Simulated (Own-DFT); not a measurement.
# One host, several defects: zincblende InP

Source: density functional calculations with Own-DFT, an unreviewed in-house program that is no longer used. Nothing was measured or relaxed, and spin and spin-orbit coupling are left out.

Method: PBE; PseudoDojo norm-conserving scalar-relativistic files; cutoff 36 hartree; 3 x 3 x 3 k mesh centred on Gamma; Fermi-Dirac smearing of 0.1 eV.

Caveats (not all hold for every row): not probed for a lower state with spin; forces on such cells moved up to 12 meV/angstrom on a denser k mesh; stress not checked against mesh or cutoff.

All runs share one cell, with vectors in Å (11.737, 0.000, 0.000); (0.000, 11.737, 0.000); (0.000, 0.000, 11.737) and a volume of 1617.0 Å³. Atoms were moved at random from their sites; u is the rms move along one axis. The defect's site can differ from row to row.

```
                                      cell  formula   u (Å)  P (GPa)
                                 no defect  In32P32  0.0204     3.21
                                 no defect  In32P32  0.0213     3.20
                                 no defect  In32P32  0.0570     3.73
                       one P on an In site  In31P33  0.0292     3.10
                       one P on an In site  In31P33  0.0340     3.15
                       one P on an In site  In31P33  0.0508        ?
                       one P on an In site  In31P33  0.0509     3.47
one In on a P site and one P on an In site  In32P32  0.0291     3.63
one In on a P site and one P on an In site  In32P32  0.0499     3.97
one In on a P site and one P on an In site  In32P32  0.0535     3.92
                        one In on a P site  In33P31  0.0279     4.12
                        one In on a P site  In33P31  0.0288     4.13
                        one In on a P site  In33P31  0.0305     4.15
                           two P vacancies  In32P30  0.0294     3.03
                           two P vacancies  In32P30  0.0301     2.98
                           two P vacancies  In32P30  0.0312     2.94
```

## Worked fit

P = P0 + c u² + a shift for each defect gives P0 = 3.13 GPa, c = 185 ± 14 GPa/Å² and a scatter of 0.04 GPa. The shifts, and each times the cell's volume:

- one In on a P site: 0.85 ± 0.04 GPa, 8.6 eV
- one In on a P site and one P on an In site: 0.33 ± 0.04 GPa, 3.3 eV
- one P on an In site: -0.17 ± 0.03 GPa, -1.7 eV
- two P vacancies: -0.32 ± 0.04 GPa, -3.2 eV (-1.6 eV for each of its 2 sites)

Against the defect-free cell, a freed cell would be larger where the shift is positive and smaller where it is negative (160.2 GPa Å³ is 1 eV). The atoms around the defects weren't relaxed, which would change these numbers.

## Check

The question: what pressure belongs in the blank (one P on an In site, u = 0.0508 Å)?

Estimate: 3.43 ± 0.05 GPa. Computed: 3.49 GPa.
